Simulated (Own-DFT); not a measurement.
# Response to strain: beta-Si3N4, 112 atoms (N64Si48)

All numbers below are calculated, not measured. They come from Own-DFT, an in-house plane-wave density functional program, since retired, whose code no person has reviewed. Each row is one single-point run on a periodic cell that was not relaxed, without spin or spin-orbit coupling.

Settings of every run: PBE; PseudoDojo norm-conserving scalar-relativistic files; cutoff 42 hartree; 2 x 2 x 4 k mesh centred on Gamma; Fermi-Dirac smearing of 0.1 eV.

Known limits: forces on such cells moved up to 12 meV/angstrom on a denser k mesh; stress not checked against mesh or cutoff.

Unstrained cell vectors in Å: (15.212, 0.000, 0.000); (-7.606, 13.174, 0.000); (0.000, 0.000, 5.818). The unstrained cell has measured lattice constants (interpolated for alloys), not those of this functional. That, the random moves and any unrelaxed bonds set the pressure at no strain. Each run strains this cell uniformly, with the atoms carried along. Every atom was also moved at random, by a Gaussian of width 0.05 Å on each axis. Strain is the symmetric tensor, in per cent. Stress is positive in tension, and the pressure is minus a third of its trace.

| run | e_xx (%) | e_yy (%) | e_zz (%) | e_yz (%) | e_xz (%) | e_xy (%) | s_xx (GPa) | s_yy (GPa) | s_zz (GPa) | s_yz (GPa) | s_xz (GPa) | s_xy (GPa) | P (GPa) | E (meV/atom) |
|---|---|---|---|---|---|---|---|---|---|---|---|---|---|---|
| 1 | 0.92 | -1.95 | 1.76 | 1.26 | 1.89 | 0.71 | -6.09 | -13.96 | 0.70 | 3.28 | 5.58 | 2.22 | 6.45 | 31.4 |
| 2 | 1.78 | -0.22 | -0.47 | 1.95 | -0.97 | 0.64 | 0.30 | -8.80 | -14.08 | 8.65 | -2.96 | 1.05 | 7.53 | 60.4 |
| 3 | 0.34 | -1.65 | -0.90 | 0.82 | 1.95 | -0.78 | -8.93 | -14.93 | -18.07 | 3.85 | 5.35 | -2.93 | 13.97 | 40.3 |
| 4 | 0.47 | 1.43 | 1.14 | 1.83 | -1.94 | -1.14 | -4.44 | 1.96 | -1.64 | 5.39 | -7.48 | -3.34 | 1.37 | 20.2 |
| 5 | 1.74 | 0.28 | 0.13 | 0.74 | -1.80 | 1.23 | 0.65 | -4.04 | -6.34 | 2.48 | -6.27 | 3.96 | 3.24 | 17.8 |
| 6 | 0.32 | 0.33 | 0.99 | -0.19 | -1.68 | 1.48 | -4.84 | -6.94 | -0.76 | -1.12 | -5.16 | 6.29 | 4.18 | 12.1 |
| 7 | -1.00 | -1.76 | 0.93 | 1.13 | -0.18 | -0.49 | -13.49 | -17.85 | -7.40 | 3.95 | -1.18 | 0.15 | 12.91 | 25.8 |
| 8 | -0.89 | 1.19 | 0.53 | -0.91 | 0.67 | -0.48 | -8.85 | -2.45 | -5.92 | -2.77 | 1.53 | -3.33 | 5.74 | 0.0 |
| 9 | 1.18 | 1.54 | -2.00 | -1.52 | -0.96 | -1.81 | -3.20 | 0.90 | -21.06 | -5.62 | -3.32 | -5.42 | 7.79 | 39.1 |
| 10 | 0.42 | -1.28 | -0.52 | 0.74 | 0.28 | 1.61 | -8.72 | -13.14 | -15.55 | 1.65 | 1.24 | 6.91 | 12.47 | 51.8 |
| 11 | 1.51 | 0.01 | -0.59 | 0.12 | 1.87 | -1.92 | -0.11 | -5.58 | -14.08 | -1.13 | 7.42 | -7.64 | 6.59 | 23.9 |
| 12 | -0.25 | -0.75 | 1.75 | -0.66 | 1.14 | 0.39 | -9.42 | -8.39 | 0.64 | -3.72 | 3.05 | 0.70 | 5.73 | 2.6 |
| 13 | 1.11 | 1.31 | 0.50 | -1.76 | -1.25 | -1.73 | -0.79 | 0.56 | -4.82 | -6.37 | -4.85 | -6.46 | 1.68 | 21.9 |
| 14 | -1.83 | -0.76 | 1.28 | 0.07 | 0.20 | -0.70 | -18.64 | -12.50 | -4.20 | -0.04 | 1.73 | -3.97 | 11.78 | 31.2 |
| 15 | 1.29 | 0.84 | -1.69 | 1.30 | -0.97 | 1.49 | ? | ? | ? | ? | ? | ? | ? | ? |

E is the free energy for each atom above the lowest run shown.

## Worked fit

Each stress component was fitted by least squares to a constant and the strains of the runs shown, as fractions, with shears doubled. Shear strains stay in the fit of a normal stress only where such slopes are resolved. The slopes, in GPa:

```
stress,at no strain,per e_xx,per e_yy,per e_zz,scatter
s_xx,-8.2,478 ± 34,127 ± 27,58 ± 34,1.16
s_yy,-7.4,115 ± 39,489 ± 31,69 ± 38,1.31
s_zz,-10.5,86 ± 32,121 ± 26,705 ± 32,1.09
```

Each shear stress against twice its own strain: yz 185 ± 17, xz 167 ± 15, xy 168 ± 18 GPa. These are stiffnesses along x, y and z of the frame in which the cell vectors are given, which need not be the crystal's axes. The atoms are held to the strained lattice; where symmetry lets them move under strain, relaxing them would lower some slopes. The table should be nearly symmetric about its diagonal, and what it lacks of that shows the noise. A ninth of its sum, 250 ± 12 GPa, estimates the bulk modulus near the mean pressure of these runs, 7.2 GPa, so it lies above the value at zero pressure.

## Withheld run

Question: what normal stresses and pressure should run 15 give?

The fit gives s_xx = -1.9, s_yy = -3.0, s_zz = -20.3 and P = 8.4 GPa. The calculation gave 0.81, -4.58, -19.14 and P = 7.64 GPa.
